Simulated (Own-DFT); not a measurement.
## Calculated data, GaP (zincblende, atoms displaced)

A calculation, not a measurement: plane-wave PBE density functional theory by an unreviewed code, no spin, of a simulated periodic cell, stress positive in tension, free energy of the whole cell less one offset for each atom, forces on such cells passed a denser k mesh, this cell's mesh not checked; offsets are fitted by least squares, one for each functional and potential file, so energies compare only between cells with the same atoms and settings and are not formation energies; the far tail of each file's local potential was reset to the Coulomb form; each entry is a single point on an unrelaxed cell, so the pressure reflects the starting lattice, mostly measured values (interpolated for alloys), from which strain is counted, and rises with the displacements; printed positions are rounded, which can move forces by about a meV/angstrom; the program, named Own-DFT, is a retired in-house code; no spin-orbit coupling. Program: Own-DFT development build.

Settings shared by all entries: functional PBE; potential files PseudoDojo norm-conserving, scalar-relativistic, standard set; wave cutoff 42 hartree; occupations Fermi-Dirac; smearing width 0.1 eV; k mesh 2 x 3 x 3 centred on Gamma.

(1) GaP (zincblende, atoms displaced)

```
cell vectors (Å)
  16.3515     0.0000     0.0000
   0.0000    10.9010     0.0000
   0.0000     0.0000    10.9010
atoms (fractions of the cell vectors)
Ga  0.99849  0.00045  0.00091
Ga  0.99552  0.25663  0.24737
Ga  0.16323  0.00569  0.24980
Ga  0.16200  0.25202  0.99786
P   0.08654  0.13006  0.12258
P   0.08376  0.37331  0.37814
P   0.25032  0.11956  0.38213
P   0.25524  0.37494  0.12691
Ga  0.99241  0.99402  0.50168
Ga  0.99834  0.24671  0.74643
Ga  0.17159  0.99326  0.74902
Ga  0.16414  0.24562  0.50205
P   0.08329  0.12622  0.62736
P   0.08540  0.37897  0.86404
P   0.25187  0.13333  0.87011
P   0.24771  0.38095  0.62936
Ga  0.99988  0.50117  0.00344
Ga  0.00136  0.74483  0.25567
Ga  0.16813  0.50798  0.24836
Ga  0.16632  0.75450  0.99827
P   0.07976  0.62947  0.13072
P   0.08065  0.87220  0.37303
P   0.25203  0.62415  0.37332
P   0.24677  0.87867  0.12523
Ga  0.99469  0.50894  0.49667
Ga  0.00016  0.74945  0.74248
Ga  0.16574  0.50302  0.75061
Ga  0.16279  0.74122  0.49904
P   0.08600  0.62386  0.62959
P   0.08399  0.87210  0.87035
P   0.24551  0.62541  0.86453
P   0.25095  0.87181  0.63261
Ga  0.33350  0.99761  0.00320
Ga  0.33127  0.24316  0.26063
Ga  0.50261  0.99800  0.24104
Ga  0.50023  0.24145  0.00002
P   0.41396  0.11764  0.12040
P   0.41686  0.36976  0.37830
P   0.58045  0.12875  0.37523
P   0.58393  0.37316  0.12850
Ga  0.32732  0.99148  0.49362
Ga  0.33534  0.24562  0.75263
Ga  0.50450  0.99458  0.75601
Ga  0.49780  0.24295  0.50128
P   0.42194  0.12460  0.62033
P   0.41428  0.38373  0.87203
P   0.58166  0.12438  0.87046
P   0.58479  0.37664  0.62783
Ga  0.33145  0.49602  0.99928
Ga  0.33124  0.74920  0.25832
Ga  0.49967  0.50605  0.24979
Ga  0.50442  0.74956  0.99899
P   0.41729  0.62769  0.12450
P   0.41711  0.88034  0.37332
P   0.57759  0.62816  0.37417
P   0.58031  0.88001  0.13330
Ga  0.32911  0.50261  0.50172
Ga  0.33365  0.75900  0.75397
Ga  0.49667  0.50194  0.74618
Ga  0.50124  0.74179  0.49535
P   0.41969  0.62880  0.64192
P   0.41513  0.87753  0.87664
P   0.58094  0.62747  0.87668
P   0.58718  0.88440  0.62189
Ga  0.66299  0.99521  0.99915
Ga  0.66705  0.24014  0.25100
Ga  0.83061  0.00682  0.24279
Ga  0.84275  0.24464  0.00315
P   0.74765  0.12048  0.13011
P   0.74953  0.38209  0.37262
P   0.91815  0.12669  0.37531
P   0.92256  0.37454  0.12831
Ga  0.66435  0.99793  0.49651
Ga  0.66676  0.25251  0.74519
Ga  0.83058  0.00341  0.74712
Ga  0.83333  0.24731  0.49656
P   0.75141  0.12242  0.61538
P   0.74924  0.37031  0.87605
P   0.91429  0.12766  0.87653
P   0.91422  0.37832  0.62080
Ga  0.66639  0.49665  0.99182
Ga  0.66820  0.75106  0.25011
Ga  0.83608  0.49998  0.24429
Ga  0.83208  0.74797  0.00538
P   0.74858  0.62398  0.12815
P   0.75209  0.88104  0.37587
P   0.91763  0.62676  0.37744
P   0.91743  0.87321  0.12647
Ga  0.66774  0.48430  0.50578
Ga  0.66269  0.74827  0.75444
Ga  0.83408  0.50006  0.74800
Ga  0.83471  0.75849  0.49580
P   0.75213  0.63515  0.63129
P   0.75630  0.87630  0.88307
P   0.91835  0.63034  0.87961
P   0.91510  0.87327  0.61776
```

The calculation gives: free energy of cell above offsets -49.444 eV; pressure 3.35 GPa; stress xx -3.34 GPa; stress yy -3.33 GPa; stress zz -3.38 GPa; stress yz 0.45 GPa; stress xz 0.8 GPa; stress xy 0.43 GPa.

Force:
```
element  x (eV/Å)  y (eV/Å)  z (eV/Å)
     Ga     0.513    -0.199    -0.212
     Ga     1.745    -1.139       1.2
     Ga     0.269    -0.454     0.246
     Ga     1.135     0.706    -0.412
      P    -1.358    -0.204     0.294
      P      -0.2     0.688    -0.471
      P    -1.086     0.469    -0.572
      P    -1.166    -0.441     0.253
     Ga     1.576     0.951     -0.51
     Ga    -0.059     0.725     0.074
     Ga    -0.721     1.199     0.536
     Ga     0.424     0.695     0.221
      P    -0.259     -1.29    -0.187
      P    -1.121     -0.44     1.325
      P    -0.656    -1.348     1.033
      P     0.243    -1.013    -0.449
     Ga     0.662      0.13    -0.746
     Ga    -0.641     0.778    -0.285
     Ga    -0.241    -1.088    -0.049
     Ga    -0.102    -0.605     0.068
      P     0.937     -0.42    -0.955
      P     0.425     0.563     0.594
      P    -0.598     0.185     0.615
      P     0.256    -0.389     0.373
     Ga     1.369    -1.152     0.847
     Ga    -0.091     0.156     0.531
     Ga     0.213    -0.347    -0.465
     Ga     0.628     0.849     -0.03
      P    -1.118      -0.2    -0.838
      P    -0.513     0.646       0.2
      P     0.955     0.553     1.681
      P     -0.24    -0.305    -1.806
     Ga    -0.821     0.208    -0.742
     Ga     0.523     0.251    -0.796
     Ga    -1.394     1.362     1.504
     Ga    -0.389     1.147     0.002
      P     0.354     0.917     0.972
      P    -0.069      0.86    -0.047
      P     0.269    -0.866    -0.242
      P    -0.084    -0.094    -0.405
     Ga     1.151     0.088     1.275
     Ga     0.596     0.939    -1.089
     Ga    -0.868     0.275    -0.929
     Ga     0.618     1.255    -0.146
      P    -1.425    -1.235      1.11
      P     0.694    -1.352     0.313
      P     0.877     0.175      0.44
      P     -1.18    -0.586    -0.006
     Ga      0.07     1.123    -0.165
     Ga     0.651     0.705    -1.111
     Ga    -0.407     -0.96    -0.161
     Ga     -0.98      0.56      0.63
      P    -0.575     0.043    -0.214
      P     0.219    -0.731     0.082
      P     2.031    -1.026    -0.103
      P     1.492    -1.619    -1.586
     Ga     1.029    -0.352     0.543
     Ga     0.127    -0.934     0.296
     Ga     1.067    -0.674     0.952
     Ga    -0.915     1.484     1.335
      P    -1.165     0.748    -2.384
      P     0.709    -0.198     0.402
      P     0.329     -0.75    -0.359
      P    -0.819    -1.745     0.557
     Ga     0.359     0.374    -0.006
     Ga    -0.093     1.315     0.254
     Ga     1.115    -0.893     0.984
     Ga    -1.817     0.821      0.68
      P    -0.007     0.758    -1.653
      P     0.454    -1.239    -0.405
      P    -0.317     -0.19    -0.615
      P    -1.394     0.688    -1.045
     Ga     0.399     0.767    -0.479
     Ga     0.385    -0.699     0.225
     Ga     0.259    -0.337     0.127
     Ga    -0.038     0.772    -0.217
      P    -0.634     0.363     0.651
      P     0.918    -0.043    -0.064
      P     0.903    -0.893    -0.902
      P     0.321     -0.43     0.151
     Ga    -0.215      0.06     0.852
     Ga    -0.263     0.175     0.589
     Ga    -0.185      0.21      0.59
     Ga     0.416     0.008     0.124
      P    -0.062    -0.273    -0.613
      P    -0.337    -0.313    -0.651
      P     -1.11     0.333    -0.763
      P    -0.024     0.105     0.383
     Ga     0.225     2.305    -0.285
     Ga      0.73     0.936    -0.189
     Ga    -0.167     0.307     0.596
     Ga    -0.733    -0.953     0.019
      P     -0.32    -0.851    -0.836
      P    -1.234    -0.038    -0.771
      P    -0.239    -0.559    -0.456
      P    -0.189     0.138     1.693
```

(2) GaP (zincblende, atoms displaced)

```
cell vectors (Å)
  16.3515     0.0000     0.0000
   0.0000    10.9010     0.0000
   0.0000     0.0000    10.9010
atoms (fractions of the cell vectors)
Ga  0.99442  0.00436  0.00070
Ga  0.00122  0.25711  0.25177
Ga  0.16942  0.99550  0.25405
Ga  0.16981  0.25245  0.00483
P   0.08058  0.12736  0.12371
P   0.08307  0.37780  0.38041
P   0.24838  0.12461  0.36444
P   0.24634  0.38086  0.12587
Ga  0.99227  0.99982  0.50726
Ga  0.00574  0.25503  0.74795
Ga  0.16622  0.00083  0.75103
Ga  0.16529  0.24389  0.49886
P   0.08346  0.11693  0.63034
P   0.07583  0.36695  0.86832
P   0.24767  0.12525  0.87781
P   0.24688  0.37941  0.62763
Ga  0.00465  0.50175  0.99928
Ga  0.00360  0.74586  0.24769
Ga  0.16863  0.49840  0.25075
Ga  0.16962  0.74173  0.99606
P   0.08469  0.62352  0.12789
P   0.08479  0.87488  0.37543
P   0.25359  0.63721  0.37604
P   0.25522  0.88218  0.12175
Ga  0.00311  0.49650  0.49846
Ga  0.99831  0.75378  0.75127
Ga  0.17170  0.49884  0.75973
Ga  0.16781  0.74693  0.50334
P   0.07984  0.62045  0.62347
P   0.08098  0.87730  0.88066
P   0.25020  0.62736  0.87320
P   0.25287  0.87893  0.62078
Ga  0.33522  0.00047  0.00236
Ga  0.33195  0.25350  0.24991
Ga  0.49781  0.99538  0.25222
Ga  0.50704  0.24428  0.00399
P   0.41514  0.11772  0.12660
P   0.41479  0.36989  0.37508
P   0.58206  0.12846  0.37736
P   0.58244  0.38114  0.12411
Ga  0.33557  0.99812  0.50345
Ga  0.33208  0.25152  0.74957
Ga  0.49740  0.00416  0.74530
Ga  0.49820  0.25572  0.50294
P   0.41174  0.13381  0.62869
P   0.41347  0.37401  0.87248
P   0.58275  0.11853  0.87509
P   0.58103  0.37157  0.63058
Ga  0.32660  0.50183  0.99338
Ga  0.33516  0.74906  0.24824
Ga  0.50231  0.49106  0.25194
Ga  0.49709  0.75241  0.00125
P   0.41721  0.62028  0.12017
P   0.41569  0.87295  0.38017
P   0.58174  0.63790  0.37237
P   0.58903  0.87797  0.11380
Ga  0.33442  0.49908  0.50454
Ga  0.33336  0.75071  0.75041
Ga  0.50014  0.49189  0.74774
Ga  0.49613  0.74234  0.49365
P   0.41654  0.63204  0.62104
P   0.41594  0.87525  0.87497
P   0.58121  0.61350  0.87316
P   0.58007  0.88060  0.63364
Ga  0.67175  0.99728  0.99906
Ga  0.66625  0.24938  0.24975
Ga  0.83151  0.99776  0.26124
Ga  0.83961  0.25355  0.99922
P   0.75206  0.12998  0.13201
P   0.75130  0.37492  0.37048
P   0.91377  0.12683  0.37090
P   0.91579  0.37482  0.12251
Ga  0.66416  0.00016  0.49648
Ga  0.66577  0.24521  0.74717
Ga  0.83696  0.99644  0.74747
Ga  0.83173  0.25196  0.50438
P   0.74813  0.12469  0.62435
P   0.74983  0.38157  0.87373
P   0.91393  0.12415  0.87803
P   0.91861  0.37455  0.62392
Ga  0.66378  0.50023  0.99701
Ga  0.66689  0.75105  0.24846
Ga  0.83146  0.50472  0.24792
Ga  0.83491  0.74936  0.99634
P   0.75010  0.62522  0.12281
P   0.74834  0.88237  0.37646
P   0.91719  0.61867  0.37682
P   0.91933  0.87708  0.12560
Ga  0.66610  0.50479  0.50730
Ga  0.66952  0.74434  0.74983
Ga  0.83608  0.49568  0.74823
Ga  0.83467  0.74454  0.50334
P   0.74779  0.62518  0.63133
P   0.74720  0.87641  0.87215
P   0.91786  0.62137  0.88028
P   0.91515  0.87258  0.62383
```

It finds free energy of cell above offsets -50.396 eV; pressure 3.15 GPa; stress xx -3.14 GPa; stress yy -3.11 GPa; stress zz -3.2 GPa; stress yz -0.73 GPa; stress xz 0.52 GPa; stress xy -0.1 GPa.

Force:
```
element  x (eV/Å)  y (eV/Å)  z (eV/Å)
     Ga     0.737    -0.039     0.201
     Ga    -0.205     -0.46    -0.233
     Ga    -0.871     0.063    -1.086
     Ga    -1.127     -0.39    -0.491
      P     0.559    -0.181     0.478
      P     0.686    -0.599    -0.689
      P     0.626     0.224     1.502
      P     0.926    -0.351    -0.217
     Ga     0.918     0.374    -1.196
     Ga    -1.881      -1.9    -1.058
     Ga     0.347    -0.695     0.488
     Ga     0.122     0.084     0.217
      P    -0.415     0.728    -0.807
      P     2.648     1.868     2.065
      P     0.567     0.102    -0.139
      P      0.29    -0.747    -0.505
     Ga     -0.46    -0.531     0.208
     Ga    -0.586     0.581     0.536
     Ga     -0.23     0.887     0.975
     Ga    -0.591     1.424     0.904
      P     0.566     -0.28    -0.488
      P    -0.483    -0.118     0.549
      P    -0.391    -1.705    -0.022
      P    -1.005    -1.396     0.377
     Ga    -0.782     0.327     0.353
     Ga     0.334    -0.525     0.214
     Ga    -1.668    -0.195    -0.745
     Ga    -0.499     0.382     0.028
      P     0.892     0.555     0.891
      P     0.385     -0.29    -0.319
      P     0.198     0.118    -0.384
      P    -0.809    -0.522     0.958
     Ga     -0.11     0.256    -0.988
     Ga     0.029    -0.456    -0.679
     Ga     0.686     0.018    -0.101
     Ga    -1.121     0.198    -0.171
      P     0.534     1.243     0.185
      P     0.102     0.782     0.173
      P    -0.432    -0.121    -0.282
      P     0.675    -1.096     0.058
     Ga    -0.124     0.974    -0.667
     Ga    -0.864     0.256     0.527
     Ga    -0.491     0.126     0.607
     Ga     0.101    -0.683    -0.078
      P     0.706    -0.794    -0.749
      P     0.404    -0.193     0.747
      P     0.449     0.352     -0.04
      P     0.623     0.191    -0.919
     Ga     1.104    -0.384     0.554
     Ga     0.313     0.413    -0.555
     Ga    -0.636     1.173     0.268
     Ga     0.685    -0.427    -0.388
      P     -0.22    -0.084     0.571
      P     0.097     0.145    -0.649
      P     0.441    -1.887    -0.011
      P    -1.167    -0.554     1.328
     Ga    -0.289     0.393     -0.46
     Ga     0.124     0.473    -0.346
     Ga    -0.879     0.811     0.172
     Ga     0.556     1.509     0.885
      P    -0.011    -1.349     0.951
      P     0.003     0.207     -0.21
      P    -0.212     1.489    -0.107
      P     0.559    -1.207    -1.335
     Ga      0.17     1.234      0.11
     Ga    -0.296     0.349     0.068
     Ga      0.46     0.287     -1.42
     Ga     -1.47    -0.116    -0.044
      P     0.201    -0.563    -0.925
      P    -0.515     0.467      0.83
      P     0.623     0.388     0.991
      P     0.692     0.928     0.564
     Ga    -0.354     0.163     0.816
     Ga     0.193      0.22     0.829
     Ga    -0.907     0.491     0.295
     Ga     0.032    -0.162    -0.507
      P     0.426    -0.363    -0.065
      P         0    -1.169     0.065
      P     0.519     0.305    -1.194
      P     0.025    -0.169    -0.091
     Ga     0.631      0.11     0.303
     Ga     0.372     0.563    -0.438
     Ga     0.249    -0.507    -0.108
     Ga    -0.212     0.478     0.356
      P    -0.309     0.241    -0.102
      P     -0.04    -1.701      0.46
      P     0.146     0.592    -0.311
      P    -0.807    -0.492     0.499
     Ga    -0.302    -0.481    -0.948
     Ga    -1.429     0.706     0.712
     Ga    -0.042     0.473     0.322
     Ga     -0.62     0.184    -0.527
      P      1.17    -0.357    -0.687
      P     1.094    -0.552    -0.172
      P    -0.028     0.298    -0.856
      P    -0.107    -0.408     0.319
```
